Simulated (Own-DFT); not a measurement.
Simulation results for GaN (wurtzite, strained, atoms displaced)

A calculation, not a measurement: plane-wave PBE density functional theory by an unreviewed code, no spin, of a simulated periodic cell, stress positive in tension, free energy of the whole cell less one offset for each atom, forces on such cells passed a denser k mesh, this cell's mesh not checked; offsets are fitted by least squares, one for each functional and potential file, so energies compare only between cells with the same atoms and settings and are not formation energies; the far tail of each file's local potential was reset to the Coulomb form; each entry is a single point on an unrelaxed cell, so the pressure reflects the starting lattice, mostly measured values (interpolated for alloys), from which strain is counted, and rises with the displacements; printed positions are rounded, which can move forces by about a meV/angstrom; the program, named Own-DFT, is a retired in-house code; no spin-orbit coupling. Program: Own-DFT development build.

Common to all runs: functional PBE; potential files PseudoDojo norm-conserving, scalar-relativistic, standard set with the stringent files for Ga; wave cutoff 96 hartree; occupations Gaussian; smearing width 0.01 eV; k mesh 3 x 4 x 3 centred on Gamma.

(1) 
```cif
# cell vector a (Å): 12.7560 0.0000 0.0000
# cell vector b (Å): -4.7835 8.2853 0.0000
# cell vector c (Å): 0.0000 0.0000 10.3441
data_GaN
_symmetry_space_group_name_H-M 'P 1'
_symmetry_Int_Tables_number 1
_cell_length_a 12.7560
_cell_length_b 9.5670
_cell_length_c 10.3441
_cell_angle_alpha 90.000
_cell_angle_beta 90.000
_cell_angle_gamma 120.000
_cell_volume 1093.24
loop_
_atom_site_label
_atom_site_type_symbol
_atom_site_fract_x
_atom_site_fract_y
_atom_site_fract_z
_atom_site_occupancy
Ga1 Ga 0.07948 0.22026 0.99882 1
Ga2 Ga 0.16586 0.11644 0.25776 1
N1 N 0.08019 0.21360 0.19318 1
N2 N 0.16979 0.11184 0.44542 1
Ga3 Ga 0.07945 0.21761 0.49911 1
Ga4 Ga 0.15948 0.09922 0.74280 1
N3 N 0.07798 0.21216 0.69419 1
N4 N 0.17126 0.10872 0.93242 1
Ga5 Ga 0.08831 0.56616 0.99339 1
Ga6 Ga 0.16235 0.44052 0.24598 1
N5 N 0.07834 0.55687 0.18444 1
N6 N 0.16200 0.44368 0.44179 1
Ga7 Ga 0.08277 0.55839 0.49346 1
Ga8 Ga 0.16385 0.43968 0.74446 1
N7 N 0.08167 0.55379 0.69848 1
N8 N 0.16518 0.43537 0.93900 1
Ga9 Ga 0.09162 0.89822 0.99337 1
Ga10 Ga 0.16631 0.77574 0.25196 1
N9 N 0.08990 0.88868 0.19643 1
N10 N 0.16727 0.77377 0.43457 1
Ga11 Ga 0.08200 0.88755 0.50306 1
Ga12 Ga 0.17253 0.77785 0.74974 1
N11 N 0.08210 0.89536 0.69487 1
N12 N 0.16487 0.78251 0.93746 1
Ga13 Ga 0.33351 0.22961 0.99308 1
Ga14 Ga 0.41934 0.11409 0.24731 1
N13 N 0.32562 0.20820 0.18712 1
N14 N 0.42153 0.11607 0.43770 1
Ga15 Ga 0.33486 0.21974 0.50200 1
Ga16 Ga 0.41386 0.10650 0.75109 1
N15 N 0.33549 0.22104 0.68977 1
N16 N 0.41691 0.10870 0.93489 1
Ga17 Ga 0.33789 0.56373 0.00116 1
Ga18 Ga 0.42258 0.44258 0.25505 1
N17 N 0.32787 0.55749 0.19443 1
N18 N 0.41501 0.43295 0.44434 1
Ga19 Ga 0.33384 0.55888 0.49318 1
Ga20 Ga 0.41527 0.44421 0.75291 1
N19 N 0.32967 0.55780 0.68269 1
N20 N 0.42262 0.44383 0.93886 1
Ga21 Ga 0.33426 0.88301 0.99960 1
Ga22 Ga 0.41693 0.77746 0.24984 1
N21 N 0.33470 0.88393 0.18898 1
N22 N 0.41691 0.78773 0.43626 1
Ga23 Ga 0.33314 0.88770 0.49186 1
Ga24 Ga 0.41848 0.78557 0.74747 1
N23 N 0.33372 0.89314 0.68714 1
N24 N 0.41534 0.77471 0.94689 1
Ga25 Ga 0.57726 0.21515 0.99706 1
Ga26 Ga 0.67322 0.11044 0.25242 1
N25 N 0.58429 0.21082 0.18875 1
N26 N 0.66514 0.11750 0.44348 1
Ga27 Ga 0.59433 0.23308 0.50199 1
Ga28 Ga 0.66084 0.11319 0.76079 1
N27 N 0.58311 0.22623 0.69058 1
N28 N 0.67016 0.11545 0.93941 1
Ga29 Ga 0.58394 0.55629 0.00188 1
Ga30 Ga 0.67132 0.45483 0.24680 1
N29 N 0.58830 0.56157 0.18643 1
N30 N 0.66657 0.43986 0.43722 1
Ga31 Ga 0.59008 0.55706 0.50818 1
Ga32 Ga 0.66561 0.43924 0.73722 1
N31 N 0.58282 0.55881 0.69363 1
N32 N 0.66982 0.44857 0.94082 1
Ga33 Ga 0.58400 0.88093 0.99902 1
Ga34 Ga 0.66526 0.77858 0.25472 1
N33 N 0.58539 0.87767 0.17913 1
N34 N 0.67083 0.78289 0.43454 1
Ga35 Ga 0.57678 0.88411 0.49240 1
Ga36 Ga 0.66226 0.77774 0.74615 1
N35 N 0.59295 0.89839 0.69231 1
N36 N 0.66501 0.76998 0.93852 1
Ga37 Ga 0.82841 0.21426 0.99038 1
Ga38 Ga 0.91802 0.10963 0.24597 1
N37 N 0.83077 0.20956 0.19155 1
N38 N 0.91202 0.11232 0.44450 1
Ga39 Ga 0.82173 0.21088 0.49594 1
Ga40 Ga 0.92047 0.11944 0.74818 1
N39 N 0.83617 0.23399 0.69189 1
N40 N 0.91276 0.10626 0.92933 1
Ga41 Ga 0.83681 0.55114 0.99665 1
Ga42 Ga 0.92176 0.44299 0.24612 1
N41 N 0.83063 0.56916 0.19203 1
N42 N 0.92135 0.44698 0.44021 1
Ga43 Ga 0.83519 0.55730 0.49763 1
Ga44 Ga 0.91738 0.44050 0.75051 1
N43 N 0.83147 0.55055 0.68969 1
N44 N 0.91482 0.44771 0.93336 1
Ga45 Ga 0.81913 0.88009 0.00184 1
Ga46 Ga 0.91415 0.78633 0.25379 1
N45 N 0.84231 0.88898 0.18484 1
N46 N 0.91574 0.77316 0.43114 1
Ga47 Ga 0.83194 0.88692 0.50501 1
Ga48 Ga 0.91630 0.78513 0.74561 1
N47 N 0.83049 0.89308 0.68547 1
N48 N 0.91547 0.78294 0.93483 1
_calc_free_energy_of_cell_above_offsets '-4.560'  # eV
_calc_pressure 7.59  # GPa
_calc_stress_xx -8.1  # GPa
_calc_stress_yy -7.74  # GPa
_calc_stress_zz -6.92  # GPa
_calc_stress_yz 0.12  # GPa
_calc_stress_xz -0.33  # GPa
_calc_stress_xy -0.22  # GPa
```

Force:
```
element  x (eV/Å)  y (eV/Å)  z (eV/Å)
     Ga     0.599     -1.09    -0.072
     Ga     1.117    -1.613    -0.453
      N     -0.12     1.306    -0.988
      N    -0.845    -0.248    -0.132
     Ga    -0.079     0.428     0.612
     Ga     0.944     3.439       1.4
      N     0.963     1.457    -1.487
      N    -1.173     1.327      0.08
     Ga    -0.359    -1.677     0.263
     Ga    -0.367     0.154     0.517
      N     1.615    -0.075     -0.43
      N     0.954    -0.208    -0.763
     Ga     0.254     -0.54     1.689
     Ga     0.261    -0.082     0.632
      N     0.466     0.768    -1.556
      N     0.018     1.621    -0.136
     Ga    -1.977    -0.993     1.866
     Ga     0.191     0.324    -0.939
      N     -1.54     0.678    -1.052
      N    -0.394     0.841     1.273
     Ga     0.195    -0.209    -0.484
     Ga    -1.384    -0.272    -0.004
      N     1.166     -3.37    -2.001
      N     1.769    -0.146    -0.407
     Ga     0.489    -1.482     1.044
     Ga     0.077    -0.697     0.304
      N     0.529     2.068    -0.305
      N     0.175    -0.463     0.172
     Ga     0.412    -0.583     0.477
     Ga    -0.046     1.114    -0.417
      N    -0.784     0.064     0.174
      N    -0.531    -0.514     0.614
     Ga    -0.196    -2.483     0.543
     Ga    -0.926    -0.522    -0.566
      N     1.506    -0.734    -0.461
      N    -0.004     2.449    -0.652
     Ga     0.048    -0.821     0.302
     Ga    -0.362    -0.138    -0.825
      N     0.861     0.324     0.629
      N    -1.393     1.033     0.057
     Ga    -1.214      1.11     0.679
     Ga     0.292     0.294    -0.725
      N     -0.45     0.447    -0.117
      N     0.996    -1.676    -0.199
     Ga    -1.031      1.51     0.852
     Ga     0.507    -0.836     0.216
      N     0.525    -0.573    -0.678
      N     0.625     0.925    -2.065
     Ga     0.732     1.522     0.785
     Ga    -1.546    -0.749    -0.354
      N    -0.338     1.278    -0.237
      N     0.108    -2.175    -1.337
     Ga    -2.084    -1.496     0.256
     Ga     1.367     0.776    -1.932
      N     -0.07    -1.605    -0.498
      N    -1.394    -1.777     0.656
     Ga     1.131    -0.771    -0.442
     Ga     0.047    -1.811     0.067
      N    -0.907    -0.584     0.791
      N    -0.196     1.811    -0.078
     Ga    -0.955    -0.323     -1.05
     Ga    -0.103     1.674     2.681
      N     0.088    -0.448    -0.631
      N    -0.351    -1.076    -0.687
     Ga    -0.281     0.889    -0.649
     Ga     1.433         0    -1.305
      N    -1.018     1.095     1.993
      N    -0.888    -0.791     1.317
     Ga     1.248     1.247     1.425
     Ga     1.441     0.189     0.947
      N    -2.125    -0.507    -1.058
      N    -1.502     0.294    -1.077
     Ga     1.361     1.575     1.172
     Ga    -0.281    -0.759     1.173
      N      0.27     1.695    -1.273
      N     0.843     -0.76    -1.125
     Ga     1.892     2.245     1.715
     Ga    -1.727    -1.049    -0.494
      N    -0.432    -2.613    -0.948
      N     0.031     -0.05     1.852
     Ga    -1.742      1.71      0.69
     Ga    -2.244    -0.174     0.629
      N     2.216    -1.336    -0.917
      N    -1.147     -1.02    -0.787
     Ga     0.502    -0.519     0.273
     Ga    -0.812     1.527    -0.215
      N     0.145     1.246    -0.909
      N     1.723    -1.023     1.176
     Ga      3.06     0.989     -0.51
     Ga     2.974    -0.815    -1.326
      N    -3.185     0.963     0.086
      N    -0.311     1.017     2.532
     Ga     0.527     0.544    -1.054
     Ga    -0.443      -1.3     1.099
      N     0.116    -0.249      0.72
      N     0.454    -0.145     0.381
```

(2) 
```cif
# cell vector a (Å): 12.7560 0.0000 0.0000
# cell vector b (Å): -4.7835 8.2853 0.0000
# cell vector c (Å): 0.0000 0.0000 10.3441
data_GaN
_symmetry_space_group_name_H-M 'P 1'
_symmetry_Int_Tables_number 1
_cell_length_a 12.7560
_cell_length_b 9.5670
_cell_length_c 10.3441
_cell_angle_alpha 90.000
_cell_angle_beta 90.000
_cell_angle_gamma 120.000
_cell_volume 1093.24
loop_
_atom_site_label
_atom_site_type_symbol
_atom_site_fract_x
_atom_site_fract_y
_atom_site_fract_z
_atom_site_occupancy
Ga1 Ga 0.08506 0.22789 0.99887 1
Ga2 Ga 0.16303 0.10642 0.25475 1
N1 N 0.07961 0.21471 0.18293 1
N2 N 0.16800 0.11644 0.43970 1
Ga3 Ga 0.08603 0.22645 0.50206 1
Ga4 Ga 0.16982 0.11109 0.75183 1
N3 N 0.08995 0.22075 0.68859 1
N4 N 0.16296 0.10931 0.93989 1
Ga5 Ga 0.08842 0.56255 0.00528 1
Ga6 Ga 0.17033 0.44571 0.25197 1
N5 N 0.08044 0.55535 0.18365 1
N6 N 0.16640 0.44510 0.42981 1
Ga7 Ga 0.07997 0.55889 0.49770 1
Ga8 Ga 0.17228 0.45417 0.75064 1
N7 N 0.08331 0.55442 0.68910 1
N8 N 0.16775 0.44991 0.93708 1
Ga9 Ga 0.08627 0.89367 0.00717 1
Ga10 Ga 0.17490 0.78270 0.24898 1
N9 N 0.08765 0.88943 0.18338 1
N10 N 0.17486 0.77757 0.43720 1
Ga11 Ga 0.07225 0.88700 0.49808 1
Ga12 Ga 0.16659 0.77523 0.75429 1
N11 N 0.07425 0.87941 0.68901 1
N12 N 0.16654 0.78167 0.93356 1
Ga13 Ga 0.33365 0.22483 0.00071 1
Ga14 Ga 0.41280 0.10718 0.24923 1
N13 N 0.33211 0.22454 0.19577 1
N14 N 0.41441 0.09961 0.44015 1
Ga15 Ga 0.33496 0.21624 0.49553 1
Ga16 Ga 0.41730 0.11419 0.75054 1
N15 N 0.32553 0.22542 0.68868 1
N16 N 0.42262 0.10898 0.93457 1
Ga17 Ga 0.33161 0.54962 0.99825 1
Ga18 Ga 0.41803 0.45370 0.25926 1
N17 N 0.33128 0.55168 0.18806 1
N18 N 0.41900 0.44532 0.43619 1
Ga19 Ga 0.33232 0.56031 0.49822 1
Ga20 Ga 0.41967 0.46158 0.75322 1
N19 N 0.34049 0.55716 0.69054 1
N20 N 0.42020 0.45356 0.93468 1
Ga21 Ga 0.33084 0.88937 0.00574 1
Ga22 Ga 0.41753 0.78360 0.25160 1
N21 N 0.33629 0.89393 0.18680 1
N22 N 0.42119 0.78295 0.43297 1
Ga23 Ga 0.33873 0.88837 0.49946 1
Ga24 Ga 0.42063 0.78468 0.74364 1
N23 N 0.32955 0.88435 0.69247 1
N24 N 0.41888 0.77799 0.94375 1
Ga25 Ga 0.58000 0.22256 0.00308 1
Ga26 Ga 0.66116 0.10292 0.25382 1
N25 N 0.58062 0.21778 0.19488 1
N26 N 0.67097 0.11926 0.43746 1
Ga27 Ga 0.58428 0.22133 0.49722 1
Ga28 Ga 0.66763 0.11204 0.75400 1
N27 N 0.58868 0.22924 0.68861 1
N28 N 0.66163 0.10771 0.93173 1
Ga29 Ga 0.58892 0.55939 0.00256 1
Ga30 Ga 0.66854 0.44703 0.24612 1
N29 N 0.58782 0.55964 0.18801 1
N30 N 0.66344 0.44274 0.43415 1
Ga31 Ga 0.58780 0.56682 0.49866 1
Ga32 Ga 0.66606 0.44627 0.75109 1
N31 N 0.58275 0.55187 0.68440 1
N32 N 0.66846 0.45029 0.94311 1
Ga33 Ga 0.57662 0.87990 0.00132 1
Ga34 Ga 0.66208 0.77593 0.24879 1
N33 N 0.58529 0.89367 0.18377 1
N34 N 0.66340 0.78295 0.44099 1
Ga35 Ga 0.58366 0.88674 0.49934 1
Ga36 Ga 0.66623 0.78438 0.74481 1
N35 N 0.58565 0.89166 0.67903 1
N36 N 0.66773 0.77965 0.94023 1
Ga37 Ga 0.82752 0.22015 0.99256 1
Ga38 Ga 0.92369 0.11879 0.25069 1
N37 N 0.83279 0.22219 0.18896 1
N38 N 0.91883 0.11565 0.43191 1
Ga39 Ga 0.83038 0.22521 0.50812 1
Ga40 Ga 0.91563 0.11494 0.75368 1
N39 N 0.84045 0.22927 0.68764 1
N40 N 0.92020 0.10971 0.94531 1
Ga41 Ga 0.83748 0.55316 0.99391 1
Ga42 Ga 0.90721 0.43705 0.24737 1
N41 N 0.82992 0.54616 0.19219 1
N42 N 0.91972 0.44900 0.43190 1
Ga43 Ga 0.84026 0.55777 0.50039 1
Ga44 Ga 0.92605 0.44503 0.75326 1
N43 N 0.84071 0.55776 0.68371 1
N44 N 0.91965 0.44533 0.92766 1
Ga45 Ga 0.83912 0.88815 0.00640 1
Ga46 Ga 0.91558 0.77458 0.25484 1
N45 N 0.83049 0.88834 0.18527 1
N46 N 0.92603 0.78365 0.43229 1
Ga47 Ga 0.84002 0.89273 0.50498 1
Ga48 Ga 0.91709 0.77875 0.75548 1
N47 N 0.83081 0.87993 0.68110 1
N48 N 0.92631 0.78172 0.92921 1
_calc_free_energy_of_cell_above_offsets '-5.701'  # eV
_calc_pressure 7.31  # GPa
_calc_stress_xx -6.54  # GPa
_calc_stress_yy -4.35  # GPa
_calc_stress_zz -11.04  # GPa
_calc_stress_yz 0.08  # GPa
_calc_stress_xz -0.4  # GPa
_calc_stress_xy -0.32  # GPa
```

Force:
```
element  x (eV/Å)  y (eV/Å)  z (eV/Å)
     Ga     0.221    -0.166    -0.134
     Ga     0.085     0.603    -0.726
      N     1.036     1.288     0.715
      N     0.068    -0.927    -0.027
     Ga    -0.331    -0.018    -0.139
     Ga    -0.854    -1.246      0.03
      N    -1.718     0.769     0.361
      N     0.862     0.772     0.015
     Ga    -0.513    -0.351    -1.315
     Ga    -1.155    -0.656     -1.65
      N      0.44     0.107     1.508
      N    -0.053     0.381     2.241
     Ga     1.077    -0.047    -0.038
     Ga     0.204     -1.15    -0.393
      N     1.093      0.52    -0.853
      N     0.087     -0.23     0.082
     Ga     0.013    -0.249    -2.024
     Ga    -1.243    -1.146     0.411
      N    -0.475    -0.497     2.188
      N    -1.334     0.374    -0.022
     Ga      4.21     1.773     1.657
     Ga    -0.964     0.307    -1.401
      N      1.56     1.224    -0.628
      N     0.414    -0.011     1.781
     Ga     0.114    -0.004     0.033
     Ga     0.034     1.305     0.522
      N     0.211     0.123    -0.805
      N     0.126     1.466    -0.418
     Ga    -0.494     0.702     0.903
     Ga    -0.355     0.273    -0.852
      N     2.561     0.575    -0.361
      N     -1.74     0.156      0.91
     Ga    -0.104      1.02     0.474
     Ga     0.719    -0.854     -1.93
      N      0.22     1.182    -0.104
      N    -0.393     0.185     1.742
     Ga     0.605    -0.777    -0.026
     Ga     2.219    -2.442    -0.556
      N    -2.603     1.609    -1.432
      N     0.687    -1.035     1.189
     Ga     0.687    -0.134    -1.844
     Ga     0.512    -0.753    -1.333
      N     0.205    -0.607     0.323
      N     0.049    -0.603     0.929
     Ga    -1.036    -0.641     0.962
     Ga    -0.124    -0.338     1.423
      N     0.603     0.802    -0.806
      N    -1.439      -0.6    -1.187
     Ga     0.987     0.245     0.203
     Ga     0.854     1.489    -0.609
      N    -0.121     0.299    -0.897
      N    -0.108    -1.219     0.582
     Ga    -0.491     0.644     0.352
     Ga    -0.207     0.417    -1.684
      N    -0.352    -1.017    -0.234
      N     0.202     0.025     1.712
     Ga    -0.973     0.304     -0.33
     Ga    -0.649    -0.893     0.754
      N    -0.924    -0.519     0.235
      N     0.578     0.896     0.534
     Ga     0.286    -1.607    -0.061
     Ga     0.836     0.519    -0.307
      N    -0.293     0.993     0.632
      N      0.63    -0.808    -0.617
     Ga     1.175     1.131    -0.532
     Ga     0.733     0.807     0.224
      N    -0.437    -1.074     0.994
      N     1.944     0.048    -1.061
     Ga     -0.49     1.478    -0.801
     Ga     0.842    -1.156     0.866
      N    -0.477      0.48      1.51
      N     0.392      0.34    -0.781
     Ga     0.826     -0.07     1.183
     Ga     -1.42    -0.909    -0.816
      N    -0.398    -0.824    -0.875
      N    -0.098    -0.215     1.887
     Ga      1.14      0.21    -1.979
     Ga      1.62    -0.706    -0.163
      N    -0.737    -0.956     0.914
      N    -1.172     0.162     -1.25
     Ga    -0.286     0.657     0.587
     Ga     1.742     0.245     0.077
      N    -0.157     1.841     -1.58
      N    -0.235    -0.749     0.884
     Ga    -1.284    -0.398    -0.393
     Ga    -1.608     0.451    -1.805
      N    -0.677    -0.461     1.064
      N     0.134    -0.282     2.789
     Ga    -0.445    -0.269    -1.498
     Ga    -0.086     0.111    -2.269
      N     0.714    -0.174      1.78
      N    -3.079    -1.718     0.414
     Ga    -0.805     0.309    -2.229
     Ga    -0.313    -0.687    -2.078
      N    -0.259     1.185     2.036
      N    -1.051    -0.604     3.246
```
